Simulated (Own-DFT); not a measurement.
# Computed records: Hf₃₆O₇₁ (tetragonal hafnia with one neutral oxygen vacancy, atoms displaced)

Computed with Own-DFT development build. A calculation, not a measurement: plane-wave PBE and HSE06 DFT by an unreviewed code, no spin, of a simulated cell at Gamma alone, so results move with cell size and shape, stress positive in tension, energies less offsets, not probed for a lower state with spin; hafnium file: forces about 75 meV/angstrom off all-electron values; oxygen file: force components 24 meV/angstrom off all-electron in a glass; k mesh not checked against a denser one; forces and stress are PBE's, HSE06 gives the energy alone, and its difference from PBE has offsets of its own; offsets are fitted by least squares, one for each functional and potential file, so energies compare only between cells with the same atoms and settings and are not formation energies; the far tail of each file's local potential was reset to the Coulomb form; each entry is a single point on an unrelaxed cell, so the pressure reflects the starting lattice, taken from the Materials Project, from which strain is counted, and rises with the displacements; printed positions are rounded, which can move forces by about a meV/angstrom; the program is a retired in-house code; no spin-orbit coupling.

### Hf₃₆O₇₁ (tetragonal hafnia with one neutral oxygen vacancy, atoms displaced)

```cif
# cell vector a (Å): 10.7800 0.0000 0.0000
# cell vector b (Å): 0.0000 10.7800 0.0000
# cell vector c (Å): 0.0000 0.0000 10.4493
data_Hf36O71
_symmetry_space_group_name_H-M 'P 1'
_symmetry_Int_Tables_number 1
_cell_length_a 10.7800
_cell_length_b 10.7800
_cell_length_c 10.4493
_cell_angle_alpha 90.000
_cell_angle_beta 90.000
_cell_angle_gamma 90.000
_cell_volume 1214.30
loop_
_atom_site_label
_atom_site_type_symbol
_atom_site_fract_x
_atom_site_fract_y
_atom_site_fract_z
_atom_site_occupancy
Hf1 Hf 0.00832 0.99422 0.99806 1
Hf2 Hf 0.15808 0.16954 0.25442 1
O1 O 0.99739 0.16468 0.15347 1
O2 O 0.16051 0.00445 0.35227 1
O3 O 0.99251 0.16759 0.40657 1
O4 O 0.16318 0.99552 0.09293 1
Hf3 Hf 0.00104 0.99814 0.49822 1
Hf4 Hf 0.16076 0.15842 0.75683 1
O5 O 0.99280 0.17605 0.65831 1
O6 O 0.16367 0.00584 0.83967 1
O7 O 0.99764 0.17134 0.90718 1
O8 O 0.16859 0.99972 0.58965 1
Hf5 Hf 0.00465 0.33573 0.99734 1
Hf6 Hf 0.16543 0.50046 0.24716 1
O9 O 0.99776 0.50789 0.15415 1
O10 O 0.16303 0.33002 0.34264 1
O11 O 0.00058 0.50135 0.41033 1
O12 O 0.16550 0.33506 0.09441 1
Hf7 Hf 0.99759 0.32823 0.50513 1
Hf8 Hf 0.16128 0.49443 0.74784 1
O13 O 0.99537 0.49687 0.64120 1
O14 O 0.16417 0.32438 0.84338 1
O15 O 0.00044 0.49824 0.91087 1
O16 O 0.16526 0.33265 0.60626 1
Hf9 Hf 0.00152 0.66755 0.99951 1
Hf10 Hf 0.16869 0.82753 0.24831 1
O17 O 0.99920 0.83813 0.15286 1
O18 O 0.16185 0.67265 0.34922 1
O19 O 0.00299 0.83029 0.40313 1
O20 O 0.16382 0.66054 0.09807 1
Hf11 Hf 0.00125 0.67080 0.50497 1
Hf12 Hf 0.17220 0.83028 0.74172 1
O21 O 0.00290 0.83013 0.65579 1
O22 O 0.16358 0.67026 0.84262 1
O23 O 0.00298 0.82925 0.90102 1
O24 O 0.16676 0.66786 0.60013 1
Hf13 Hf 0.32647 0.99802 0.99926 1
Hf14 Hf 0.50122 0.16821 0.25383 1
O25 O 0.33199 0.17493 0.15095 1
O26 O 0.49782 0.00229 0.34960 1
O27 O 0.33155 0.17314 0.39546 1
O28 O 0.49613 0.00099 0.10046 1
Hf15 Hf 0.34087 0.00322 0.49762 1
Hf16 Hf 0.49683 0.16330 0.75328 1
O29 O 0.33597 0.15584 0.66233 1
O30 O 0.49815 0.00195 0.84395 1
O31 O 0.33384 0.15979 0.90004 1
O32 O 0.49452 0.00997 0.58658 1
Hf17 Hf 0.33451 0.33404 0.00413 1
Hf18 Hf 0.50542 0.50644 0.24596 1
O33 O 0.33599 0.50506 0.14516 1
O34 O 0.50181 0.33754 0.34527 1
O35 O 0.33050 0.50761 0.40204 1
O36 O 0.50019 0.33966 0.09913 1
Hf19 Hf 0.33877 0.34326 0.50402 1
Hf20 Hf 0.50668 0.49436 0.74944 1
O37 O 0.33256 0.50851 0.65806 1
O38 O 0.50266 0.33907 0.84626 1
O39 O 0.33610 0.49875 0.89610 1
O40 O 0.49849 0.32526 0.59530 1
Hf21 Hf 0.32806 0.66912 0.99775 1
Hf22 Hf 0.50885 0.83710 0.26008 1
O41 O 0.33203 0.84019 0.14778 1
O42 O 0.50207 0.66566 0.34811 1
O43 O 0.33983 0.82617 0.40554 1
O44 O 0.49724 0.67173 0.08676 1
Hf23 Hf 0.34108 0.66391 0.50590 1
Hf24 Hf 0.50293 0.83459 0.75367 1
O45 O 0.50245 0.66216 0.85054 1
O46 O 0.34747 0.83613 0.90590 1
O47 O 0.49712 0.67096 0.58821 1
Hf25 Hf 0.66805 0.00968 0.99984 1
Hf26 Hf 0.83585 0.16429 0.25372 1
O48 O 0.66522 0.17328 0.15391 1
O49 O 0.83383 0.99705 0.34548 1
O50 O 0.67150 0.16702 0.39994 1
O51 O 0.83557 0.00037 0.09841 1
Hf27 Hf 0.66769 0.99787 0.50045 1
Hf28 Hf 0.82783 0.17206 0.75173 1
O52 O 0.66732 0.16644 0.65303 1
O53 O 0.83041 0.99724 0.84461 1
O54 O 0.66587 0.17048 0.90485 1
O55 O 0.84378 0.00729 0.59263 1
Hf29 Hf 0.66756 0.33775 0.00955 1
Hf30 Hf 0.82863 0.50421 0.24479 1
O56 O 0.66729 0.50733 0.15272 1
O57 O 0.83141 0.32697 0.34809 1
O58 O 0.66963 0.50020 0.40612 1
O59 O 0.82571 0.33419 0.09950 1
Hf31 Hf 0.65904 0.33208 0.50265 1
Hf32 Hf 0.83334 0.49906 0.74555 1
O60 O 0.67351 0.50834 0.64303 1
O61 O 0.83519 0.33295 0.84881 1
O62 O 0.66488 0.49700 0.90173 1
O63 O 0.83171 0.33085 0.59830 1
Hf33 Hf 0.66466 0.66955 0.00815 1
Hf34 Hf 0.83972 0.83300 0.24864 1
O64 O 0.66430 0.83453 0.14647 1
O65 O 0.83219 0.66610 0.33949 1
O66 O 0.67113 0.84065 0.40145 1
O67 O 0.83334 0.66327 0.09920 1
Hf35 Hf 0.67050 0.67116 0.50074 1
Hf36 Hf 0.83717 0.83686 0.74657 1
O68 O 0.65728 0.83242 0.65238 1
O69 O 0.83186 0.67137 0.85071 1
O70 O 0.66734 0.83484 0.90327 1
O71 O 0.83629 0.66939 0.59993 1
```

| Property | Result |
| --- | --- |
| first functional | PBE |
| second functional | HSE06 |
| exact exchange share | 0.25 |
| screening | 0.11 1/bohr |
| exchange divergence | Gygi-Baldereschi |
| potential files | PseudoDojo norm-conserving, scalar-relativistic, made for PBE, standard set |
| wave cutoff | 48 hartree |
| occupations | fixed |
| k mesh | 1 x 1 x 1 centred on Gamma |
| PBE stress xx | ? |

Question: Estimate the PBE stress xx of Hf₃₆O₇₁ (tetragonal hafnia with one neutral oxygen vacancy, atoms displaced).
Answer: -2.7 GPa

Further results for Hf₃₆O₇₁ (tetragonal hafnia with one neutral oxygen vacancy, atoms displaced):

| Item | Value |
| --- | --- |
| PBE energy of cell above offsets | -97.575 eV |
| HSE06 less PBE above offsets | 0.025 eV |
| PBE pressure | 2.43 GPa |
| PBE stress yy | -1.34 GPa |
| PBE stress zz | -3.24 GPa |
| PBE stress yz | 0.66 GPa |
| PBE stress xz | -0.32 GPa |
| PBE stress xy | -0.03 GPa |

Force:
| element | x (eV/Å) | y (eV/Å) | z (eV/Å) |
| --- | --- | --- | --- |
| Hf | -2.603 | 0.941 | -0.177 |
| Hf | 1.417 | -0.758 | -0.487 |
| O | 0.481 | 0.317 | 0.041 |
| O | 0.302 | -0.918 | -1.372 |
| O | 0.432 | -0.68 | -0.395 |
| O | 0.746 | 0.287 | 0.481 |
| Hf | 1.23 | 0.104 | -0.813 |
| Hf | 0.482 | 3.045 | -2.784 |
| O | 1.161 | -0.457 | -0.16 |
| O | -0.129 | -4.089 | 2.053 |
| O | 0.225 | -1.543 | -0.076 |
| O | -0.092 | -0.402 | 1.025 |
| Hf | -1.308 | -1.119 | 0.776 |
| Hf | -0.282 | 0.278 | 0.763 |
| O | 0.282 | -0.651 | 0.242 |
| O | -0.132 | 1.475 | 0.657 |
| O | 0.146 | -0.126 | -0.764 |
| O | 0.149 | 0.539 | 0.349 |
| Hf | -0.083 | 1.175 | -0.366 |
| Hf | 0.66 | -0.19 | 0.073 |
| O | 0.437 | 0.319 | 2.16 |
| O | -0.05 | 1.736 | 1.111 |
| O | 0.405 | 0.922 | -1.688 |
| O | 1.168 | 0.476 | -1.321 |
| Hf | -1.228 | -0.342 | -0.066 |
| Hf | 0.247 | 1.307 | 0.732 |
| O | 0.867 | -0.531 | -0.481 |
| O | 0.165 | -1.289 | -0.598 |
| O | -0.753 | 0.64 | -0.177 |
| O | 0.438 | 0.726 | 0.123 |
| Hf | 0.684 | -1.314 | -0.964 |
| Hf | 0.314 | 0.07 | -0.163 |
| O | 0.028 | 0.362 | -0.52 |
| O | 0.428 | -0.602 | 0.609 |
| O | -0.002 | 0.996 | 0.105 |
| O | 0.378 | 0.435 | 0.064 |
| Hf | 2.005 | 0.548 | 0.948 |
| Hf | -0.945 | 0.104 | -1.076 |
| O | -0.325 | -0.239 | 0.255 |
| O | 0.288 | -0.078 | 0.114 |
| O | 0.537 | 0.14 | 1.457 |
| O | 0.501 | 0.411 | -0.385 |
| Hf | -2.699 | 0.244 | -0.959 |
| Hf | 0.031 | 0.691 | 0.12 |
| O | -1.13 | 0.579 | -1.038 |
| O | 0.714 | -0.5 | 0.067 |
| O | 0.129 | 1.443 | 0.732 |
| O | 2.656 | -0.722 | 1.633 |
| Hf | 0.168 | -0.349 | -0.733 |
| Hf | -1.372 | -0.73 | 0.214 |
| O | -0.378 | -0.195 | 0.871 |
| O | 0.061 | 0.475 | 0.589 |
| O | 0.002 | -1.618 | -0.175 |
| O | -0.017 | 0.071 | 0.125 |
| Hf | -2.263 | -1.064 | -1.071 |
| Hf | -0.501 | 1.774 | 1.242 |
| O | 0.518 | -0.924 | -0.91 |
| O | -0.408 | -1.701 | -0.024 |
| O | -0.883 | 0.058 | 0.839 |
| O | -0.172 | 0.84 | 0.919 |
| Hf | 1.18 | -1.016 | -0.54 |
| Hf | -1.289 | -0.044 | -1.958 |
| O | -0.044 | -0.766 | 1.07 |
| O | 0.706 | 0.41 | -0.442 |
| O | -0.109 | 1.326 | 0.186 |
| O | -0.383 | -0.375 | 1.685 |
| Hf | -2.516 | 0.876 | -0.717 |
| Hf | -1.2 | -1.108 | 1.186 |
| O | 0.064 | 0.457 | -1.469 |
| O | -1.211 | -0.391 | -1.08 |
| O | 2.286 | 0.15 | 1.559 |
| Hf | -0.125 | -1.602 | 0.563 |
| Hf | -0.627 | 0.439 | -0.404 |
| O | 0.006 | -0.647 | 0.021 |
| O | 0.114 | -0.128 | 0.342 |
| O | -0.847 | -0.624 | 0.75 |
| O | -0.233 | -0.011 | -0.584 |
| Hf | 0.661 | 1.826 | 0.321 |
| Hf | 0.608 | -0.452 | 0.197 |
| O | -0.738 | -0.202 | -0.158 |
| O | 0.125 | 0.794 | -0.117 |
| O | 0.04 | 0.352 | -0.164 |
| O | -2.367 | -0.963 | 0.698 |
| Hf | -0.462 | -0.573 | -1.606 |
| Hf | 1.628 | -1.508 | 1.455 |
| O | -0.716 | 0.008 | -0.523 |
| O | 0.182 | 1.573 | -0.231 |
| O | -0.213 | 0.299 | -0.448 |
| O | 2.03 | 0.506 | 0.183 |
| Hf | 2.532 | -0.192 | -1.497 |
| Hf | -0.093 | 0.319 | 0.965 |
| O | -1.231 | -0.476 | 0.77 |
| O | -0.039 | 0.969 | -0.231 |
| O | 0.405 | 0.59 | 0.031 |
| O | -1.074 | 0.308 | 0.23 |
| Hf | 0.344 | 0.637 | -2.373 |
| Hf | -1.043 | 0.452 | -0.528 |
| O | 0.671 | -0.361 | 1.301 |
| O | -0.401 | 0.675 | 1.218 |
| O | -0.563 | -1.265 | -0.266 |
| O | 0.356 | 0.359 | -0.115 |
| Hf | -0.02 | -0.958 | -0.266 |
| Hf | -0.914 | -0.811 | 1.208 |
| O | 2.07 | 0.574 | -0.921 |
| O | 0.388 | -0.792 | -0.841 |
| O | -0.396 | 0.399 | 0.052 |
| O | -0.671 | 0.567 | -0.263 |
